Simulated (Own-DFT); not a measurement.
## Calculated data, Hf36O71 (tetragonal hafnia with one neutral oxygen vacancy, atoms displaced)

All values are calculated (Own-DFT development build). A calculation, not a measurement: plane-wave PBE and HSE06 DFT by an unreviewed code, no spin, of a simulated cell at Gamma alone, so results move with cell size and shape, stress positive in tension, energies less offsets, not probed for a lower state with spin; hafnium file: forces about 75 meV/angstrom off all-electron values; oxygen file: force components 24 meV/angstrom off all-electron in a glass; k mesh not checked against a denser one; forces and stress are PBE's, HSE06 gives the energy alone, and its difference from PBE has offsets of its own; offsets are fitted by least squares, one for each functional and potential file, so energies compare only between cells with the same atoms and settings and are not formation energies; the far tail of each file's local potential was reset to the Coulomb form; each entry is a single point on an unrelaxed cell, so the pressure reflects the starting lattice, taken from the Materials Project, from which strain is counted, and rises with the displacements; printed positions are rounded, which can move forces by about a meV/angstrom; the program is a retired in-house code; no spin-orbit coupling.

```yaml
- formula: Hf36O71
  kind: "tetragonal hafnia with one neutral oxygen vacancy, atoms displaced"
  structure:
    cell_angstrom: [[10.78, 0.0, 0.0], [0.0, 10.78, 0.0], [0.0, 0.0, 10.4493]]
    atoms_fractional:
      - [Hf, 0.9988, 0.00199, 0.99772]
      - [Hf, 0.16582, 0.16784, 0.25323]
      - [O, 0.99547, 0.16828, 0.15851]
      - [O, 0.17015, 0.00117, 0.34175]
      - [O, 0.99737, 0.16639, 0.40422]
      - [O, 0.16709, 0.99977, 0.09665]
      - [Hf, 0.00133, 0.99539, 0.49898]
      - [Hf, 0.16463, 0.16545, 0.74975]
      - [O, 0.99903, 0.16881, 0.64699]
      - [O, 0.16678, 0.00123, 0.84802]
      - [O, 0.99642, 0.16853, 0.90283]
      - [O, 0.16793, 0.99826, 0.59939]
      - [Hf, 0.00135, 0.3317, 0.9986]
      - [Hf, 0.16808, 0.50172, 0.24856]
      - [O, 0.9986, 0.5056, 0.1524]
      - [O, 0.16532, 0.33046, 0.34669]
      - [O, 0.0028, 0.50005, 0.40164]
      - [O, 0.16504, 0.33256, 0.09672]
      - [Hf, 0.00067, 0.32779, 0.49642]
      - [Hf, 0.16636, 0.4976, 0.74753]
      - [O, 0.00464, 0.49854, 0.6584]
      - [O, 0.1661, 0.3339, 0.85423]
      - [O, 0.00243, 0.49301, 0.90501]
      - [O, 0.16254, 0.33254, 0.59647]
      - [Hf, 0.00201, 0.66249, 0.00084]
      - [Hf, 0.16482, 0.83086, 0.25398]
      - [O, 0.99959, 0.83181, 0.15334]
      - [O, 0.16771, 0.66434, 0.35228]
      - [O, 0.99888, 0.83729, 0.40437]
      - [O, 0.16649, 0.67184, 0.09652]
      - [Hf, 0.99637, 0.66885, 0.50473]
      - [Hf, 0.16565, 0.82761, 0.7479]
      - [O, 0.99277, 0.83279, 0.65438]
      - [O, 0.16807, 0.66533, 0.85101]
      - [O, 0.00072, 0.83079, 0.89884]
      - [O, 0.16964, 0.66467, 0.59776]
      - [Hf, 0.33143, 0.99373, 0.99651]
      - [Hf, 0.49873, 0.16702, 0.25108]
      - [O, 0.32955, 0.16399, 0.15484]
      - [O, 0.50246, 0.99928, 0.34897]
      - [O, 0.3285, 0.16907, 0.40453]
      - [O, 0.50354, 0.99751, 0.09724]
      - [Hf, 0.34201, 0.99924, 0.49582]
      - [Hf, 0.50238, 0.16737, 0.74838]
      - [O, 0.33436, 0.16243, 0.65274]
      - [O, 0.4979, 0.99667, 0.84908]
      - [O, 0.3352, 0.1663, 0.9046]
      - [O, 0.49651, 0.99821, 0.60006]
      - [Hf, 0.33409, 0.33624, 0.00159]
      - [Hf, 0.50715, 0.49847, 0.249]
      - [O, 0.33299, 0.49936, 0.15208]
      - [O, 0.50475, 0.33706, 0.34647]
      - [O, 0.331, 0.49591, 0.40224]
      - [O, 0.50458, 0.33199, 0.09919]
      - [Hf, 0.33031, 0.33534, 0.50215]
      - [Hf, 0.50068, 0.49945, 0.75057]
      - [O, 0.33523, 0.50295, 0.64878]
      - [O, 0.4949, 0.32794, 0.84951]
      - [O, 0.3363, 0.49622, 0.9027]
      - [O, 0.49875, 0.33197, 0.59583]
      - [Hf, 0.33017, 0.66737, 0.0016]
      - [Hf, 0.50032, 0.8371, 0.25079]
      - [O, 0.33413, 0.83589, 0.15105]
      - [O, 0.33491, 0.83145, 0.39819]
      - [O, 0.49748, 0.66139, 0.09428]
      - [Hf, 0.33109, 0.66804, 0.49733]
      - [Hf, 0.50173, 0.82787, 0.74925]
      - [O, 0.33322, 0.83206, 0.6525]
      - [O, 0.50072, 0.66846, 0.85106]
      - [O, 0.334, 0.83542, 0.90382]
      - [O, 0.49981, 0.66572, 0.59897]
      - [Hf, 0.67545, 0.99976, 0.00211]
      - [Hf, 0.83787, 0.16543, 0.25028]
      - [O, 0.66991, 0.16542, 0.15417]
      - [O, 0.83688, 0.00368, 0.34805]
      - [O, 0.66353, 0.16785, 0.40588]
      - [O, 0.83738, 0.9976, 0.09181]
      - [Hf, 0.6617, 0.00541, 0.51049]
      - [Hf, 0.83121, 0.16554, 0.75027]
      - [O, 0.6686, 0.1693, 0.64807]
      - [O, 0.83579, 0.00131, 0.84863]
      - [O, 0.66972, 0.16571, 0.90156]
      - [O, 0.82985, 0.99787, 0.59774]
      - [Hf, 0.66707, 0.32936, 0.99496]
      - [Hf, 0.83398, 0.49904, 0.24944]
      - [O, 0.66454, 0.49794, 0.15528]
      - [O, 0.83342, 0.32756, 0.34679]
      - [O, 0.66609, 0.49792, 0.40347]
      - [O, 0.83233, 0.32757, 0.09724]
      - [Hf, 0.67031, 0.33942, 0.49875]
      - [Hf, 0.83314, 0.50272, 0.74645]
      - [O, 0.66596, 0.50073, 0.65433]
      - [O, 0.83852, 0.33564, 0.85092]
      - [O, 0.66734, 0.50042, 0.90203]
      - [O, 0.83441, 0.33306, 0.59869]
      - [Hf, 0.66428, 0.67004, 0.00575]
      - [Hf, 0.83496, 0.83156, 0.24573]
      - [O, 0.66929, 0.83648, 0.15413]
      - [O, 0.83327, 0.66917, 0.35064]
      - [O, 0.66797, 0.82877, 0.40486]
      - [O, 0.83152, 0.66429, 0.09705]
      - [Hf, 0.66615, 0.65968, 0.50137]
      - [Hf, 0.83709, 0.83618, 0.75378]
      - [O, 0.67028, 0.82983, 0.64947]
      - [O, 0.83296, 0.66122, 0.84604]
      - [O, 0.66787, 0.83635, 0.90129]
      - [O, 0.82757, 0.66575, 0.59605]
  settings:
    first_functional: PBE
    second_functional: HSE06
    exact_exchange_share: 0.25
    "screening [1/bohr]": 0.11
    exchange_divergence: Gygi-Baldereschi
    potential_files: "PseudoDojo norm-conserving, scalar-relativistic, made for PBE, standard set"
    "wave_cutoff [hartree]": 48.0
    occupations: fixed
    k_mesh: "1 x 1 x 1 centred on Gamma"
  results:
    "PBE_stress_xx [GPa]": null
```

## Withheld values
1. What PBE stress xx does the calculation give for Hf36O71 (tetragonal hafnia with one neutral oxygen vacancy, atoms displaced)?

## Answers
1. -1.17 GPa

Further results for Hf36O71 (tetragonal hafnia with one neutral oxygen vacancy, atoms displaced):

* PBE energy of cell above offsets: -100.420 eV
* HSE06 less PBE above offsets: -0.125 eV
* PBE pressure: 1.07 GPa
* PBE stress yy: -0.29 GPa
* PBE stress zz: -1.76 GPa
* PBE stress yz: 0.03 GPa
* PBE stress xz: 0.16 GPa
* PBE stress xy: 0.01 GPa

Force:
```
element  x (eV/Å)  y (eV/Å)  z (eV/Å)
     Hf     1.592    -0.367    -0.029
     Hf     0.311    -0.266    -1.028
      O      1.55    -0.326    -1.057
      O    -0.313    -0.773     0.835
      O     0.503    -0.723    -0.206
      O    -0.928    -0.153    -0.297
     Hf    -0.481      1.66     0.583
     Hf     0.689     0.037     0.087
      O    -0.115    -0.305     0.914
      O      -0.3    -0.584    -0.381
      O     0.256    -0.709    -0.272
      O    -0.135    -0.288    -0.697
     Hf    -0.485    -0.076     0.408
     Hf    -0.024    -0.849     0.492
      O     0.247    -0.022     0.084
      O    -0.166     1.015      0.17
      O    -0.475     0.154     0.496
      O     0.144     0.216     0.492
     Hf    -0.405     0.532     0.277
     Hf     0.751    -0.342     0.894
      O    -1.033     0.659    -0.776
      O     0.164    -0.365    -1.169
      O     0.154     1.703    -0.095
      O     0.863     0.141     0.471
     Hf    -0.627    -0.155    -0.489
     Hf     0.572     0.629    -0.914
      O     0.255      -0.2    -0.079
      O    -0.117     0.567    -0.363
      O     0.527    -1.459    -0.311
      O    -0.065    -0.317     0.673
     Hf    -0.011    -0.768    -0.788
     Hf     0.347       1.1     0.301
      O      1.64     -0.34    -0.814
      O    -0.022    -0.318    -0.359
      O    -0.153     0.157     0.484
      O    -1.286     0.552     0.377
     Hf     0.695     1.883     0.771
     Hf     0.515     0.427    -0.675
      O     0.764     0.323     0.386
      O    -0.536     0.307     0.449
      O     0.591    -0.345    -0.047
      O    -0.129     0.075     0.099
     Hf    -1.736     0.506     0.462
     Hf    -1.216    -0.695     0.732
      O     -0.25     0.335     0.182
      O     0.312     0.372    -0.839
      O    -0.268     0.008     0.044
      O     0.703     0.066     0.233
     Hf     0.036    -1.328     0.076
     Hf    -1.564     0.486     0.317
      O     0.065     0.051     0.068
      O    -0.307    -0.707     0.023
      O     0.079     0.871     -0.09
      O    -0.595    -0.124     -0.26
     Hf     0.377    -0.262    -0.046
     Hf    -0.437    -0.091     0.491
      O    -0.327    -0.418     0.526
      O     0.714      0.87    -0.424
      O      0.03     1.095    -0.214
      O     0.369     0.167     0.252
     Hf     0.626    -0.227    -0.463
     Hf     0.253    -0.609    -0.092
      O    -0.236    -0.384     0.377
      O     0.336     0.137     0.172
      O      0.32     0.403     0.761
     Hf     0.799    -0.833     0.109
     Hf     0.341     0.876     0.117
      O    -0.007    -0.239    -0.101
      O    -0.069     -0.53    -0.362
      O    -0.411    -1.588    -0.719
      O    -0.184     -0.02    -0.581
     Hf    -2.167     0.195    -0.117
     Hf    -1.487     0.042     0.368
      O    -0.458    -0.369    -0.098
      O    -0.086    -1.218    -0.415
      O    -0.229    -0.012     0.167
      O     0.099    -0.141     0.903
     Hf      1.07    -0.943    -1.814
     Hf     0.781     1.014    -0.218
      O    -0.336    -0.441     0.699
      O     0.053    -0.049    -0.057
      O     0.107    -0.258     -0.58
      O     0.764     0.219     0.412
     Hf     0.382     0.587      0.81
     Hf     0.222    -0.052     0.163
      O     1.312     0.373    -0.331
      O    -0.053     1.526     0.302
      O     0.092     0.701    -0.752
      O     0.072     0.767    -0.062
     Hf    -0.621    -2.065     0.255
     Hf     0.155    -0.919      0.93
      O    -0.094    -0.297    -0.476
      O    -0.652    -0.369    -0.917
      O    -0.401    -0.099     0.302
      O    -0.021     0.429    -0.212
     Hf     0.009    -0.443    -1.254
     Hf    -0.536     0.499     1.487
      O    -0.313    -0.414    -0.428
      O     0.452    -0.791    -0.512
      O    -0.758     0.524     0.002
      O     0.221     0.199     0.213
     Hf    -0.617     2.122    -0.461
     Hf    -1.728    -0.692      0.09
      O    -0.618     0.329     0.961
      O     0.354     1.069     0.144
      O     0.315    -0.668     0.408
      O     1.647    -0.626     0.441
```
